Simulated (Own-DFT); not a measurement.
# Response to strain: diamond silicon, 64 atoms (Si64)

These are calculations, not measurements. The program, named Own-DFT, is a retired in-house plane-wave density functional code that no person has reviewed. Each row is one single-point run on a periodic cell that was not relaxed, without spin or spin-orbit coupling.

Settings of every run: PBE; PseudoDojo norm-conserving scalar-relativistic files; cutoff 20 hartree; 3 x 3 x 3 k mesh centred on Gamma; Fermi-Dirac smearing of 0.1 eV.

Known limits: k mesh not checked against a denser one; stress not checked against mesh or cutoff.

Unstrained cell vectors in Å: (10.862, 0.000, 0.000); (0.000, 10.862, 0.000); (0.000, 0.000, 10.862). The unstrained cell has measured lattice constants (interpolated for alloys), not those of this functional. That, the random moves and any unrelaxed bonds set the pressure at no strain. Each run strains this cell uniformly, with the atoms carried along. Every atom was also moved at random, by a Gaussian of width 0.05 Å on each axis. Strain is the symmetric tensor, in per cent. Stress is positive in tension, and the pressure is minus a third of its trace.

```
run,e_xx (%),e_yy (%),e_zz (%),e_yz (%),e_xz (%),e_xy (%),s_xx (GPa),s_yy (GPa),s_zz (GPa),s_yz (GPa),s_xz (GPa),s_xy (GPa),P (GPa),E (meV/atom)
1,-0.41,1.74,1.88,1.22,0.44,-0.22,-1.08,0.84,1.14,2.31,1.00,-0.55,-0.30,1.8
2,-0.81,0.63,0.00,-1.82,0.86,-0.03,-3.68,-2.36,-2.94,-4.71,1.37,-0.29,3.00,18.1
3,-0.13,1.65,-1.17,1.57,-1.58,-0.06,-2.39,-0.85,-3.31,2.93,-2.94,-0.49,2.18,7.7
4,0.05,1.48,-0.37,1.71,-1.43,-0.97,-2.13,-0.80,-2.52,3.51,-3.26,-2.15,1.82,18.4
5,0.08,-0.86,0.99,-0.18,-1.18,-1.68,-2.52,-3.41,-1.73,-0.20,-2.03,-3.51,2.55,14.8
6,0.47,0.49,1.63,0.28,-0.95,0.57,-0.55,-0.58,0.47,0.88,-2.67,1.27,0.22,0.0
7,0.52,1.33,-1.95,-1.44,-0.37,-1.33,-2.41,-1.56,-4.25,-2.62,-0.85,-2.94,2.74,12.8
8,-0.21,1.22,-0.97,1.22,1.66,0.05,-2.82,-1.35,-3.43,3.11,3.31,-0.43,2.53,8.2
9,1.88,-1.38,-1.57,-0.63,0.98,0.36,-1.78,-4.83,-4.89,-2.11,2.44,1.24,3.83,28.7
10,-0.06,1.40,-0.78,-1.82,1.31,0.06,-2.48,-1.09,-3.18,-3.26,3.09,1.16,2.25,21.6
11,0.19,-1.61,-1.18,-1.04,-0.01,-1.73,-4.30,-6.13,-5.72,-2.58,-0.30,-3.11,5.38,28.1
12,0.30,0.84,0.67,-1.08,-0.81,1.79,-1.45,-0.97,-1.06,-1.80,-0.96,4.40,1.16,14.5
13,-1.79,-1.38,-1.83,-1.58,1.79,-0.37,-8.56,-7.98,-8.47,-4.16,4.59,0.18,8.34,56.3
14,1.73,-1.21,0.94,-0.81,0.74,0.36,-0.19,-2.70,-0.96,-1.71,1.25,1.70,1.28,8.4
15,1.31,1.55,-1.11,-1.26,-1.75,1.53,-0.75,-0.49,-2.72,-2.40,-3.64,2.90,1.32,20.9
16,1.60,-1.22,-0.05,0.44,0.69,0.28,?,?,?,?,?,?,?,?
```

E is the free energy for each atom above the lowest run shown.

## Worked fit

Each stress component was fitted by least squares to a constant and the strains of the runs shown, as fractions, with shears doubled. Shear strains stay in the fit of a normal stress only where such slopes are resolved. The slopes, in GPa:

```
stress  at no strain  per e_xx  per e_yy  per e_zz  scatter
  s_xx          -2.9   169 ± 7    71 ± 5    71 ± 5     0.24
  s_yy          -2.9    76 ± 6   163 ± 5    70 ± 5     0.22
  s_zz          -2.9    79 ± 6    77 ± 4   158 ± 4     0.21
```

Each shear stress against twice its own strain: yz 101 ± 7, xz 102 ± 6, xy 109 ± 7 GPa. These are stiffnesses along x, y and z of the frame in which the cell vectors are given, which need not be the crystal's axes. The atoms are held to the strained lattice; where symmetry lets them move under strain, relaxing them would lower some slopes. The table should be nearly symmetric about its diagonal, and what it lacks of that shows the noise. A ninth of its sum, 104 ± 3 GPa, estimates the bulk modulus near the mean pressure of these runs, 2.6 GPa, so it lies above the value at zero pressure.

## Withheld run

Question: what normal stresses and pressure should run 16 give?

The fit gives s_xx = -1.1, s_yy = -3.7, s_zz = -2.6 and P = 2.5 GPa. The calculation gave -0.75, -3.29, -2.40 and P = 2.15 GPa.
